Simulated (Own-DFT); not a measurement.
# How strain changes the stress of diamond-structure SiGeSn with randomly placed atoms, 64 atoms (Ge44Si16Sn4)

Calculated results; nothing here was measured. The program, named Own-DFT, is a retired in-house plane-wave density functional code that no person has reviewed. Each row is one single-point run on a periodic cell that was not relaxed, without spin or spin-orbit coupling.

Settings of every run: PBE; PseudoDojo norm-conserving scalar-relativistic files; cutoff 49 hartree; 3 x 3 x 3 k mesh centred on Gamma; Fermi-Dirac smearing of 0.1 eV.

Known limits: forces on such cells moved up to 12 meV/angstrom on a denser k mesh; stress not checked against mesh or cutoff.

Unstrained cell vectors in Å: (11.306, 0.000, 0.000); (0.000, 11.306, 0.000); (0.000, 0.000, 11.306). The unstrained cell has measured lattice constants (interpolated for alloys), not those of this functional. That, the random moves and any unrelaxed bonds set the pressure at no strain. Each run strains this cell uniformly, with the atoms carried along. Every atom was also moved at random, by a Gaussian of width 0.05 Å on each axis. The random placing of the alloy's atoms differs from row to row. Strain is the symmetric tensor, in per cent. Stress is positive in tension, and the pressure is minus a third of its trace.

| run | e_xx (%) | e_yy (%) | e_zz (%) | s_xx (GPa) | s_yy (GPa) | s_zz (GPa) | P (GPa) | E (meV/atom) |
|---|---|---|---|---|---|---|---|---|
| 1 | -2.00 | -2.00 | 0.00 | -8.30 | -8.50 | -7.01 | 7.94 | 65.9 |
| 2 | 2.25 | 2.25 | 0.00 | -0.40 | -0.46 | -1.94 | 0.93 | 0.0 |
| 3 | 1.25 | 1.25 | 0.00 | -2.17 | -2.05 | -2.92 | 2.38 | 12.7 |
| 4 | -1.25 | -1.25 | 0.00 | -6.98 | -6.77 | -5.92 | 6.56 | 48.8 |
| 5 | 1.50 | 1.50 | 0.00 | -1.48 | -1.71 | -2.66 | 1.95 | 4.0 |
| 6 | -0.25 | -0.25 | 0.00 | -4.88 | -4.94 | -4.80 | 4.88 | 40.4 |
| 7 | -2.75 | -2.75 | 0.00 | -10.12 | -10.25 | -8.18 | 9.51 | 85.7 |
| 8 | -2.25 | -2.25 | 0.00 | -8.82 | -9.04 | -7.10 | 8.32 | 63.7 |
| 9 | 0.75 | 0.75 | 0.00 | ? | ? | ? | ? | ? |

E is the free energy for each atom above the lowest run shown.

## Worked fit

The change of volume is close to e_xx + e_yy + e_zz. A straight line through the runs shown gives P = 4.59 - 85 x (fractional change of volume) GPa, with an error of 2 on the slope and a scatter of 0.18 GPa. The strain isn't the same on all axes, but the crystal is cubic, so the slope still estimates the bulk modulus, averaged over pressures from 0.9 to 9.5 GPa.

## Withheld run

Question: what pressure should run 9 give? Its volume changes by 1.51 %.

The line gives 3.3 GPa. The calculation gave 3.22 GPa.
